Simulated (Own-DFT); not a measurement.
Simulation results for Hf$_{36}$O$_{71}$ (tetragonal hafnia with one neutral oxygen vacancy, atoms displaced)

All values are calculated (Own-DFT development build). A calculation, not a measurement: plane-wave PBE and HSE06 DFT by an unreviewed code, no spin, of a simulated cell at Gamma alone, so results move with cell size and shape, stress positive in tension, energies less offsets, not probed for a lower state with spin; hafnium file: forces about 75 meV/angstrom off all-electron values; oxygen file: force components 24 meV/angstrom off all-electron in a glass; k mesh not checked against a denser one; forces and stress are PBE's, HSE06 gives the energy alone, and its difference from PBE has offsets of its own; offsets are fitted by least squares, one for each functional and potential file, so energies compare only between cells with the same atoms and settings and are not formation energies; the far tail of each file's local potential was reset to the Coulomb form; each entry is a single point on an unrelaxed cell, so the pressure reflects the starting lattice, taken from the Materials Project, from which strain is counted, and rises with the displacements; printed positions are rounded, which can move forces by about a meV/angstrom; the program is a retired in-house code; no spin-orbit coupling.

Hf$_{36}$O$_{71}$ (tetragonal hafnia with one neutral oxygen vacancy, atoms displaced)

```
CELL_PARAMETERS angstrom
10.78000 0.00000 0.00000
0.00000 10.78000 0.00000
0.00000 0.00000 10.44930
ATOMIC_POSITIONS crystal
Hf 0.99841 0.00338 0.00071
Hf 0.16248 0.17248 0.24718
O 0.00150 0.15879 0.14639
O 0.16608 0.00263 0.35056
O 0.99513 0.16625 0.40258
O 0.17105 0.00347 0.09421
Hf 0.00567 0.99978 0.49473
Hf 0.17552 0.16336 0.75031
O 0.00737 0.16204 0.65162
O 0.17378 0.00469 0.85183
O 0.99572 0.17625 0.89940
O 0.16843 0.00344 0.59088
Hf 0.00635 0.33094 0.00525
Hf 0.16390 0.49629 0.24838
O 0.00064 0.50192 0.15567
O 0.16941 0.33636 0.34863
O 0.99976 0.50915 0.40253
O 0.17057 0.33040 0.10523
Hf 0.00364 0.32801 0.49779
Hf 0.16955 0.49663 0.74091
O 0.99998 0.49746 0.65669
O 0.16797 0.33229 0.84768
O 0.00034 0.50211 0.90073
O 0.16744 0.33413 0.60218
Hf 0.00096 0.66772 0.00421
Hf 0.16492 0.83606 0.24944
O 0.99929 0.83102 0.14849
O 0.16578 0.66771 0.36143
O 0.99948 0.83732 0.40408
O 0.17366 0.67128 0.09530
Hf 0.99785 0.66725 0.49572
Hf 0.16865 0.83468 0.75061
O 0.00609 0.82613 0.64867
O 0.16242 0.66739 0.84331
O 0.99992 0.82863 0.89570
O 0.16096 0.66659 0.59570
Hf 0.32993 0.00458 0.99197
Hf 0.49697 0.17113 0.25098
O 0.33641 0.15932 0.15290
O 0.50415 0.00298 0.34730
O 0.32560 0.16196 0.40117
O 0.49416 0.99757 0.09559
Hf 0.33392 0.00460 0.50336
Hf 0.50596 0.17151 0.74440
O 0.33739 0.16662 0.65206
O 0.49497 0.99992 0.84360
O 0.33263 0.16950 0.90297
O 0.49842 0.99420 0.59155
Hf 0.32978 0.32752 0.00726
Hf 0.50183 0.50877 0.25281
O 0.33766 0.49655 0.15005
O 0.50648 0.32964 0.35015
O 0.33224 0.50163 0.40689
O 0.50729 0.32795 0.09826
Hf 0.33283 0.32652 0.50138
Hf 0.50420 0.50232 0.75937
O 0.34027 0.49836 0.65410
O 0.48804 0.32842 0.84508
O 0.33422 0.50152 0.89865
Hf 0.33001 0.67277 0.00090
Hf 0.50608 0.83516 0.25192
O 0.33754 0.83412 0.14534
O 0.50468 0.65826 0.34336
O 0.32702 0.84003 0.39985
O 0.50187 0.66784 0.09561
Hf 0.33914 0.65647 0.51007
Hf 0.50744 0.83020 0.74128
O 0.33130 0.83708 0.65268
O 0.50556 0.66212 0.84512
O 0.33468 0.83746 0.91036
O 0.49911 0.67111 0.59445
Hf 0.66500 0.00199 0.99879
Hf 0.83364 0.16427 0.26031
O 0.67635 0.16600 0.15100
O 0.83581 0.00357 0.35091
O 0.66540 0.16000 0.39338
O 0.83284 0.00086 0.10194
Hf 0.66807 0.00376 0.49253
Hf 0.83353 0.16322 0.75081
O 0.66128 0.16906 0.65075
O 0.82621 0.99350 0.85275
O 0.66037 0.16743 0.89641
O 0.83699 0.99862 0.60577
Hf 0.66800 0.33388 0.00243
Hf 0.83126 0.50491 0.25198
O 0.65858 0.50314 0.15104
O 0.83521 0.33673 0.34405
O 0.66604 0.50230 0.39812
O 0.83804 0.33191 0.09515
Hf 0.66217 0.33868 0.49988
Hf 0.83909 0.49736 0.74488
O 0.66309 0.49755 0.64647
O 0.83748 0.32577 0.84108
O 0.66962 0.50004 0.89657
O 0.82627 0.33035 0.60516
Hf 0.66333 0.66537 0.99550
Hf 0.83655 0.82484 0.23847
O 0.66520 0.83386 0.15408
O 0.82736 0.67185 0.35270
O 0.66455 0.83214 0.39954
O 0.83392 0.66820 0.09678
Hf 0.66635 0.67476 0.50512
Hf 0.82954 0.83617 0.75257
O 0.66298 0.84054 0.65476
O 0.83491 0.66976 0.84404
O 0.66326 0.83401 0.89273
O 0.83686 0.66732 0.59994
```

| Quantity | Value |
| --- | --- |
| first functional | PBE |
| second functional | HSE06 |
| exact exchange share | 0.25 |
| screening | 0.11 1/bohr |
| exchange divergence | Gygi-Baldereschi |
| potential files | PseudoDojo norm-conserving, scalar-relativistic, made for PBE, standard set |
| wave cutoff | 48 hartree |
| occupations | fixed |
| k mesh | 1 x 1 x 1 centred on Gamma |
| PBE energy of cell above offsets | -97.411 eV |
| HSE06 less PBE above offsets | 0.046 eV |
| PBE pressure | 1.56 GPa |
| PBE stress xx | -2.09 GPa |
| PBE stress yy | -0.9 GPa |
| PBE stress zz | -1.69 GPa |
| PBE stress yz | -0.69 GPa |
| PBE stress xz | 0.61 GPa |
| PBE stress xy | -0.08 GPa |

Force:
```csv
element,x (eV/Å),y (eV/Å),z (eV/Å)
Hf,0.073,-0.075,-0.379
Hf,1.193,-2.019,0.235
O,-0.09,0.57,0.642
O,-0.962,0.371,-1.271
O,0.565,0.923,-0.621
O,-1.697,-0.325,0.553
Hf,-0.684,-0.568,1.439
Hf,-1.016,0.864,0.127
O,-0.668,0.595,-0.017
O,-0.862,-0.575,-0.691
O,0.249,-2.308,0.46
O,-0.005,0.13,1.31
Hf,-1.368,0.938,-1.74
Hf,1.398,2.233,1.049
O,0.022,0.126,-0.308
O,-0.785,-0.511,0.456
O,-0.312,-2.688,-0.455
O,-0.974,0.005,0.383
Hf,-1.175,1.112,1.242
Hf,-0.031,0.881,1.901
O,0.292,-0.409,-1.244
O,0.073,-0.006,0.4
O,-0.211,-0.61,1.041
O,0.134,0.066,-0.914
Hf,0.693,-0.23,-2.264
Hf,2.423,-0.392,1.109
O,0.6,0.057,-0.227
O,-0.106,-0.116,-2.619
O,-0.203,-0.786,-1.323
O,-1.952,-0.414,1.066
Hf,1.203,1.731,1.181
Hf,-0.74,-0.906,-0.282
O,-0.705,1.004,0.539
O,0.706,-0.211,0.181
O,0.076,1.474,1.228
O,1.714,-0.967,0.621
Hf,1.459,-0.814,1.108
Hf,1.515,-1.139,-0.822
O,-1.192,1.24,0.088
O,-0.002,-0.164,-0.304
O,0.447,1.731,-0.207
O,1.672,0.259,-0.144
Hf,0.114,-2.168,-0.997
Hf,-0.832,-1.173,1.294
O,-0.082,0.583,-0.646
O,0.347,0.028,-0.554
O,-0.479,0.262,-0.178
O,1.039,0.196,0.271
Hf,2.085,1.499,-1.72
Hf,-0.727,-2.645,-1.14
O,-0.906,-0.149,0.663
O,-0.621,0.912,0.554
O,0.24,-1.384,-0.201
O,-1.182,-0.388,-0.176
Hf,1.055,0.643,-0.022
Hf,-0.587,-1.934,-0.447
O,0.09,0.02,-0.707
O,0.902,1.328,-0.258
O,-0.123,-0.203,0.849
Hf,1.175,-0.359,-0.66
Hf,-2.219,0.581,-0.359
O,-0.681,-0.426,1.643
O,-0.324,3.296,1.629
O,0.801,-1.005,0.368
O,-0.181,-0.059,-0.089
Hf,-3.307,1.885,-1.649
Hf,-2.623,1.519,1.911
O,0.443,-0.498,0.384
O,0.086,1.648,0.387
O,-0.34,-1.208,-1.509
O,1.337,0.319,1.021
Hf,-0.871,0.2,0.223
Hf,-0.622,0.191,-1.684
O,-1.255,0.014,-0.157
O,-0.138,-1.582,0.087
O,0.661,1.819,0.825
O,0.362,-0.607,-0.568
Hf,-0.067,-0.579,0.782
Hf,0.457,0.087,-0.624
O,1.367,-0.052,-1.104
O,0.596,1.566,0.517
O,0.421,0.096,0.589
O,-0.507,0.196,-0.883
Hf,0.688,-0.731,-0.288
Hf,-0.633,-0.535,0.098
O,2.126,-0.097,-0.464
O,0.24,0.118,0.557
O,0.441,0.088,0.608
O,-0.282,0.72,-0.006
Hf,-0.377,-0.251,0.153
Hf,-0.776,-0.071,1.1
O,-0.015,-0.141,0.05
O,-0.563,1.483,0.641
O,-0.147,-0.609,0.574
O,1.329,-0.067,-1.67
Hf,-0.057,0.322,-0.347
Hf,-0.9,1.638,1.397
O,0.951,-0.083,-0.849
O,0.351,-0.588,-0.782
O,-0.212,0.473,0.455
O,-0.511,-0.078,0.546
Hf,1.145,-1.219,-0.788
Hf,1.756,-0.791,-0.73
O,1.859,-0.833,-1.805
O,-0.46,-0.784,0.408
O,-0.043,-0.363,1.207
O,-1.58,-0.154,-0.256
```
